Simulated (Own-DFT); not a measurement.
# Response to strain: wurtzite AlN, 72 atoms (Al36N36)

All numbers below are calculated, not measured. The program, named Own-DFT, is a retired in-house plane-wave density functional code that no person has reviewed. Each row is one single-point run on a periodic cell that was not relaxed, without spin or spin-orbit coupling.

Settings of every run: PBE; PseudoDojo norm-conserving scalar-relativistic files; cutoff 42 hartree; 3 x 3 x 2 k mesh centred on Gamma; Fermi-Dirac smearing of 0.1 eV.

Known limits: forces on such cells moved up to 12 meV/angstrom on a denser k mesh; stress not checked against mesh or cutoff.

Unstrained cell vectors in Å: (9.336, 0.000, 0.000); (-4.668, 8.085, 0.000); (0.000, 0.000, 9.964). The unstrained cell has measured lattice constants (interpolated for alloys), not those of this functional. That, the random moves and any unrelaxed bonds set the pressure at no strain. Each run strains this cell uniformly, with the atoms carried along. Every atom was also moved at random, by a Gaussian of width 0.05 Å on each axis. Strain is the symmetric tensor, in per cent. Stress is positive in tension, and the pressure is minus a third of its trace.

```
run,e_xx (%),e_yy (%),e_zz (%),e_yz (%),e_xz (%),e_xy (%),s_xx (GPa),s_yy (GPa),s_zz (GPa),s_yz (GPa),s_xz (GPa),s_xy (GPa),P (GPa),E (meV/atom)
1,0.51,1.25,-0.95,-1.15,0.56,0.73,-1.26,-0.71,-9.84,-2.64,1.66,2.24,3.93,18.1
2,1.73,-0.06,1.93,1.81,-1.63,1.89,1.82,-3.40,3.93,3.46,-4.47,6.07,-0.78,33.1
3,1.86,-1.10,1.50,0.45,1.88,0.64,0.73,-7.18,2.60,1.22,4.66,1.68,1.29,17.2
4,1.90,1.52,1.59,-1.14,0.93,-0.49,6.16,3.90,2.52,-2.80,2.35,-1.17,-4.19,0.0
5,0.69,-0.03,1.94,-0.30,1.34,0.21,-0.93,-4.85,2.82,-0.72,3.49,1.57,0.98,20.2
6,1.77,1.15,-1.40,-0.11,0.66,-1.85,2.64,0.28,-11.72,-0.04,2.32,-5.75,2.93,33.9
7,-0.27,-0.13,0.72,1.28,0.07,-1.38,-5.29,-6.37,-2.97,2.81,-0.34,-4.48,4.88,10.4
8,1.84,-1.50,1.43,-1.71,-1.55,0.81,0.78,-10.88,1.74,-3.70,-3.85,3.59,2.79,29.3
9,1.80,0.76,1.80,-1.63,-1.60,0.84,5.07,-1.01,3.84,-3.94,-2.80,2.79,-2.63,21.2
10,0.06,1.65,1.71,0.56,-0.76,-0.36,-2.75,2.88,2.09,1.68,-2.23,-1.81,-0.74,17.8
11,-1.34,-0.84,1.12,0.38,0.18,0.53,-11.80,-11.01,-1.57,2.48,0.84,2.67,8.12,13.3
12,-0.33,-1.93,0.69,0.22,0.74,0.38,-8.17,-14.98,-4.58,-0.43,2.08,0.52,9.24,20.5
13,0.49,1.69,0.10,-0.08,-0.32,-0.08,-1.34,1.12,-2.81,-0.01,-0.36,-0.42,1.01,10.0
14,1.12,-0.16,-1.54,-1.03,-0.28,-0.75,-0.75,-7.86,-12.84,-3.23,-0.06,-1.50,7.15,31.4
15,-0.91,-1.98,0.07,-0.51,1.71,-1.93,-11.47,-18.56,-5.61,-2.62,3.91,-5.57,11.88,30.5
16,0.84,1.38,-0.97,-1.99,0.62,-1.45,-0.29,-0.05,-8.63,-5.00,1.41,-4.79,2.99,19.0
17,0.96,1.81,-0.46,-0.38,-1.42,0.79,-1.64,2.91,-4.56,-0.43,-4.09,1.90,1.10,21.6
18,1.43,-0.54,1.16,-0.06,1.79,1.17,?,?,?,?,?,?,?,?
```

E is the free energy for each atom above the lowest run shown.

## Worked fit

Each stress component was fitted by least squares to a constant and the strains of the runs shown, as fractions, with shears doubled. Shear strains stay in the fit of a normal stress only where such slopes are resolved. The slopes, in GPa:

| stress | at no strain | per e_xx | per e_yy | per e_zz | scatter |
|---|---|---|---|---|---|
| s_xx | -5.2 | 411 ± 26 | 119 ± 21 | 44 ± 21 | 1.01 |
| s_yy | -6.7 | 119 ± 21 | 472 ± 17 | 78 ± 18 | 0.83 |
| s_zz | -5.6 | 52 ± 26 | 43 ± 21 | 453 ± 21 | 1.00 |

Each shear stress against twice its own strain: yz 115 ± 10, xz 125 ± 7, xy 154 ± 10 GPa. These are stiffnesses along x, y and z of the frame in which the cell vectors are given, which need not be the crystal's axes. The atoms are held to the strained lattice; where symmetry lets them move under strain, relaxing them would lower some slopes. The table should be nearly symmetric about its diagonal, and what it lacks of that shows the noise. A ninth of its sum, 199 ± 4 GPa, estimates the bulk modulus near the mean pressure of these runs, 2.9 GPa, so it lies above the value at zero pressure.

## Withheld run

Question: what normal stresses and pressure should run 18 give?

The fit gives s_xx = 0.5, s_yy = -6.7, s_zz = 0.1 and P = 2.0 GPa. The calculation gave 0.27, -7.77, 0.90 and P = 2.20 GPa.
